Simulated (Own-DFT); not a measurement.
# Which defects push the lattice out? 4H SiC

Source: density functional calculations with Own-DFT, an unreviewed in-house program that is no longer used. Nothing was measured or relaxed, and spin and spin-orbit coupling are left out.

All runs used: PBE; PseudoDojo norm-conserving scalar-relativistic files; cutoff 42 hartree; 4 x 4 x 3 k mesh centred on Gamma; Fermi-Dirac smearing of 0.1 eV.

Keep in mind (not all hold for every row): some atoms lie very close together; not probed for a lower state with spin; forces on such cells failed a check on a denser k mesh; forces on such cells passed a denser k mesh, each cell not checked; stress not checked against mesh or cutoff.

All runs share one cell, with vectors in Å (9.248, 0.000, 0.000); (-4.624, 8.009, 0.000); (0.000, 0.000, 10.068) and a volume of 745.7 Å³. Atoms were moved at random from their sites; u is the rms move along one axis. The defect's site can differ from row to row.

```
                                     cell     formula   u (Å)  P (GPa)
                                no defect     C36Si36  0.0299     3.73
                                no defect     C36Si36  0.0306     3.60
                                no defect     C36Si36  0.0587     6.51
one Al on a Si site and one N on a C site  AlC35NSi35  0.0494     5.12
one Al on a Si site and one N on a C site  AlC35NSi35  0.0528     5.94
one Al on a Si site and one N on a C site  AlC35NSi35  0.0534     5.90
one C on a Si site and one Si on a C site     C36Si36  0.0314     7.33
one C on a Si site and one Si on a C site     C36Si36  0.0318     6.92
one C on a Si site and one Si on a C site     C36Si36  0.0461     8.61
one C on a Si site and one Si on a C site     C36Si36  0.0504        ?
                            one C vacancy     C35Si36  0.0273     3.27
                            one C vacancy     C35Si36  0.0313     3.62
                            one C vacancy     C35Si36  0.0494     4.89
                   two N on a C site each   C34N2Si36  0.0293     2.77
                   two N on a C site each   C34N2Si36  0.0514     4.12
                   two N on a C site each   C34N2Si36  0.0522     4.17
```

## Fit

P = P0 + c u² + a shift for each defect gives P0 = 2.81 GPa, c = 1026 ± 81 GPa/Å² and a scatter of 0.24 GPa. The shifts, and each times the cell's volume:

- one C on a Si site and one Si on a C site: 3.40 ± 0.20 GPa, 15.8 eV
- one Al on a Si site and one N on a C site: 0.08 ± 0.21 GPa, 0.4 eV (not resolved)
- one C vacancy: -0.31 ± 0.20 GPa, -1.4 eV (not resolved)
- two N on a C site each: -1.25 ± 0.20 GPa, -5.8 eV (-2.9 eV for each of its 2 sites)

A positive shift means that the defect pushes the cell outwards. Shift times volume (160.2 GPa Å³ is 1 eV) depends little on the cell's size, so, taken for each site, it can be compared between cells at like pressure. The atoms around the defects weren't relaxed, which would change these numbers.

## Withheld run

Question: what pressure belongs in the blank (one C on a Si site and one Si on a C site, u = 0.0504 Å)?

From the fit: 8.81 ± 0.30 GPa. The hidden result is 8.97 GPa.
